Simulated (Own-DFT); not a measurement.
# Misfit strain and the stress it brings: wurtzite AlGaN with randomly placed atoms, 72 atoms (Al27Ga9N36)

No measurement is shown. These are fixed-geometry runs of a retired plane-wave code named Own-DFT, which no person has reviewed; spin and spin-orbit coupling are neglected.

Settings: PBE; PseudoDojo norm-conserving scalar-relativistic files (stringent for Ga); cutoff 96 hartree; 4 x 4 x 3 k mesh centred on Gamma; Gaussian smearing of 0.01 eV.

Limits: forces on such cells passed a denser k mesh, each cell not checked; stress not checked against mesh or cutoff.

Unstrained cell vectors in Å: (9.394, 0.000, 0.000); (-4.697, 8.135, 0.000); (0.000, 0.000, 10.066). The unstrained cell has measured lattice constants (interpolated for alloys), not those of this functional. That, the random moves and any unrelaxed bonds set the pressure at no strain. Each run strains x and y alike by e, as a substrate would, and holds the height along z. Random moves of width 0.05 Å per axis were added to every atom. The random placing of the alloy's atoms differs from row to row. Stress is positive in tension.

```
e (%),u (Å),(s_xx + s_yy)/2 (GPa),s_zz (GPa)
-2.75,0.052,-24.33,-13.04
-1.25,0.049,-15.08,-7.02
-0.75,0.049,-9.83,-8.78
0.25,0.049,-3.92,-8.22
0.50,0.051,-3.59,-6.43
0.75,0.049,?,?
1.25,0.045,1.05,-4.68
1.75,0.048,3.47,-5.41
2.25,0.048,5.85,-3.46
2.50,0.049,6.33,-2.44
```

## Worked fit

With e as a fraction, the in-plane stress is -6.0 + 589 e - 3276 e² GPa (errors 14 and 901, scatter 0.71), and s_zz is -7.3 + 170 e GPa (slope ± 25, scatter 1.23). At e = 0 the first slope is C11 + C12 and the second 2 C13, both with the ions held to the strained lattice and at the cell's own pressure. The term in e² is negative: the layer stiffens under compression and softens under tension. A free layer would change its height as e changes, and the in-plane slope would drop by 2 C13²/C33 to the biaxial modulus. At fixed height, a misfit of 1 % moves the in-plane stress by about 5.9 GPa and s_zz by 1.7 GPa.

## Test on the hidden row

Q: what are the two stresses at e = 0.75 %?

From the fit: -1.7 and -6.0 GPa. The run itself gave -1.17 and -6.46 GPa.
